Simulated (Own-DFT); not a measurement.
# Strain and stress in 2H SiC, 72 atoms (C36Si36)

Calculated results; nothing here was measured. They come from Own-DFT, an in-house plane-wave density functional program, since retired, whose code no person has reviewed. Each row is one single-point run on a periodic cell that was not relaxed, without spin or spin-orbit coupling.

Settings of every run: PBE; PseudoDojo norm-conserving scalar-relativistic files; cutoff 42 hartree; 4 x 4 x 3 k mesh centred on Gamma; Fermi-Dirac smearing of 0.1 eV.

Known limits: forces on such cells passed a denser k mesh, each cell not checked; stress not checked against mesh or cutoff.

Unstrained cell vectors in Å: (9.248, 0.000, 0.000); (-4.624, 8.009, 0.000); (0.000, 0.000, 10.068). The unstrained cell has measured lattice constants (interpolated for alloys), not those of this functional. That, the random moves and any unrelaxed bonds set the pressure at no strain. Each run strains this cell uniformly, with the atoms carried along. Every atom was also moved at random, by a Gaussian of width 0.05 Å on each axis. Strain is the symmetric tensor, in per cent. Stress is positive in tension, and the pressure is minus a third of its trace.

| run | e_xx (%) | e_yy (%) | e_zz (%) | e_yz (%) | e_xz (%) | e_xy (%) | s_xx (GPa) | s_yy (GPa) | s_zz (GPa) | s_yz (GPa) | s_xz (GPa) | s_xy (GPa) | P (GPa) | E (meV/atom) |
|---|---|---|---|---|---|---|---|---|---|---|---|---|---|---|
| 1 | -0.45 | 1.18 | -0.30 | -1.92 | 0.84 | -0.13 | -7.40 | 0.90 | -8.50 | -6.63 | 3.76 | 0.90 | 5.00 | 30.0 |
| 2 | -0.80 | -0.70 | 0.41 | -0.12 | 0.68 | 1.68 | -9.41 | -8.59 | -7.33 | -0.43 | 1.73 | 8.47 | 8.44 | 31.4 |
| 3 | 1.07 | 0.48 | -0.18 | 0.30 | 1.43 | 1.93 | -1.52 | -1.39 | -6.71 | 2.11 | 3.31 | 10.16 | 3.21 | 35.7 |
| 4 | -1.02 | -0.45 | -0.42 | 1.70 | -0.62 | -1.78 | -10.05 | -7.54 | -12.33 | 5.26 | -2.01 | -8.86 | 9.97 | 24.6 |
| 5 | -0.93 | -0.90 | -2.00 | -0.36 | 1.49 | 1.14 | -12.70 | -10.24 | -21.69 | -1.72 | 4.69 | 4.28 | 14.87 | 42.9 |
| 6 | -1.90 | 0.28 | 0.84 | 1.50 | 0.02 | -1.40 | -13.73 | -5.42 | -4.51 | 5.08 | -0.34 | -7.10 | 7.89 | 42.9 |
| 7 | -0.21 | 0.55 | 0.73 | 0.73 | 1.72 | 0.57 | -5.18 | -0.18 | -2.03 | 2.05 | 6.07 | 2.32 | 2.47 | 0.2 |
| 8 | -1.16 | 1.78 | -1.24 | 0.10 | 1.16 | 0.37 | -9.03 | 3.53 | -15.20 | 0.52 | 5.06 | 1.11 | 6.90 | 22.9 |
| 9 | -0.23 | -1.25 | 1.07 | -1.76 | 1.03 | 1.64 | -6.41 | -12.70 | -1.17 | -5.44 | 2.96 | 7.84 | 6.76 | 36.4 |
| 10 | 0.33 | 1.07 | 0.13 | 0.59 | -1.34 | 0.35 | -1.46 | 1.53 | -6.15 | 2.27 | -3.98 | 1.84 | 2.03 | 17.6 |
| 11 | -1.37 | -1.02 | -0.47 | 0.96 | -1.89 | -1.67 | -13.01 | -13.79 | -13.50 | 3.57 | -7.34 | -9.04 | 13.43 | 62.8 |
| 12 | 0.06 | 1.12 | 1.48 | 1.01 | -0.44 | 1.32 | -1.95 | 1.68 | 2.67 | 2.77 | -1.65 | 5.34 | -0.80 | 0.0 |
| 13 | -0.22 | 1.75 | 1.74 | -0.85 | -1.91 | 0.31 | -4.08 | 6.11 | 3.22 | -2.29 | -4.95 | 0.85 | -1.75 | 9.1 |
| 14 | -1.29 | -1.10 | 1.06 | 1.50 | -1.36 | 1.00 | -14.80 | -11.06 | -2.44 | 4.58 | -4.30 | 5.40 | 9.43 | 53.5 |
| 15 | 1.44 | -1.52 | -1.83 | 0.80 | -0.88 | -1.22 | 0.52 | -14.25 | -18.86 | 2.00 | -3.51 | -6.81 | 10.86 | 56.9 |
| 16 | -0.85 | -0.41 | -1.01 | 1.76 | -0.82 | 0.39 | -13.32 | -8.06 | -12.34 | 6.34 | -2.92 | 1.64 | 11.24 | 45.1 |
| 17 | 0.70 | 1.51 | 0.37 | 0.16 | 0.29 | 1.66 | ? | ? | ? | ? | ? | ? | ? | ? |

E is the free energy for each atom above the lowest run shown.

## Worked fit

Each stress component was fitted by least squares to a constant and the strains of the runs shown, as fractions, with shears doubled. Shear strains stay in the fit of a normal stress only where such slopes are resolved. The slopes, in GPa:

```
stress  at no strain  per e_xx  per e_yy  per e_zz  scatter
  s_xx          -5.4  515 ± 42  114 ± 36   56 ± 35     1.45
  s_yy          -4.9   71 ± 30  579 ± 25   39 ± 25     1.02
  s_zz          -7.5  108 ± 31   65 ± 26  616 ± 25     1.05
```

Each shear stress against twice its own strain: yz 164 ± 8, xz 157 ± 9, xy 243 ± 13 GPa. These are stiffnesses along x, y and z of the frame in which the cell vectors are given, which need not be the crystal's axes. The atoms are held to the strained lattice; where symmetry lets them move under strain, relaxing them would lower some slopes. The table should be nearly symmetric about its diagonal, and what it lacks of that shows the noise. A ninth of its sum, 240 ± 5 GPa, estimates the bulk modulus near the mean pressure of these runs, 6.9 GPa, so it lies above the value at zero pressure.

## Withheld run

Question: what normal stresses and pressure should run 17 give?

The fit gives s_xx = 0.2, s_yy = 4.4, s_zz = -3.5 and P = -0.4 GPa. The calculation gave 0.71, 4.10, -4.61 and P = -0.07 GPa.
